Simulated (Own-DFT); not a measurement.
# Same atoms, different arrangement: In48P48, 96 atoms

These are calculations, not measurements. The program, named Own-DFT, is a retired in-house plane-wave density functional code that no person has reviewed. Each row is one single-point run on a periodic cell that was not relaxed, without spin or spin-orbit coupling.

Settings of every run: PBE; PseudoDojo norm-conserving scalar-relativistic files; cutoff 36 hartree; 2 x 3 x 3 k mesh centred on Gamma; Fermi-Dirac smearing of 0.1 eV.

Known limits, some of them of some rows only: not probed for a lower state with spin; forces on such cells failed a check on a denser k mesh; forces not confirmed at this smearing and k mesh; stress not checked against mesh or cutoff.

All cells hold the same atoms in the same cell, with vectors in Å (17.606, 0.000, 0.000); (0.000, 11.737, 0.000); (0.000, 0.000, 11.737). Every atom was moved at random from its ideal site; u is the rms move along one axis. The defect's site can differ from row to row. E is the free energy of the cell above the lowest run. The arrangements:

- A: zincblende InP
- B: zincblende InP, with one In on a P site and one P on an In site, 2.5 Å apart

| arrangement | u (Å) | E (eV) | P (GPa) |
|---|---|---|---|
| A | 0.0186 | 0.020 | 3.20 |
| A | 0.0190 | 0.000 | 3.20 |
| A | 0.0203 | 0.011 | 3.19 |
| A | 0.0416 | 1.825 | 3.43 |
| A | 0.0461 | 2.291 | 3.47 |
| A | 0.0488 | 2.957 | 3.57 |
| B | 0.0286 | 4.681 | 3.53 |
| B | 0.0291 | 4.519 | 3.49 |
| B | 0.0295 | 4.665 | 3.51 |
| B | 0.0484 | 6.758 | 3.80 |
| B | 0.0525 | 7.532 | 3.93 |
| B | 0.0525 | 7.426 | 3.87 |

Question: once the cost of the random moves is taken out, how do the arrangements rank?

## Worked answer

Fit E = a + b u², with one b for all and one a for each arrangement, and with residuals divided by u², since the noise grows with the moves. Then b = 1402 eV/Å², the scatter at u = 0.04 Å is 0.16 eV, and against A:

- B: 3.96 ± 0.06 eV (higher)

These are energies of unrelaxed cells. Relaxing the atoms lowers the strained arrangements most, so the gaps would shrink and small ones could change sign.
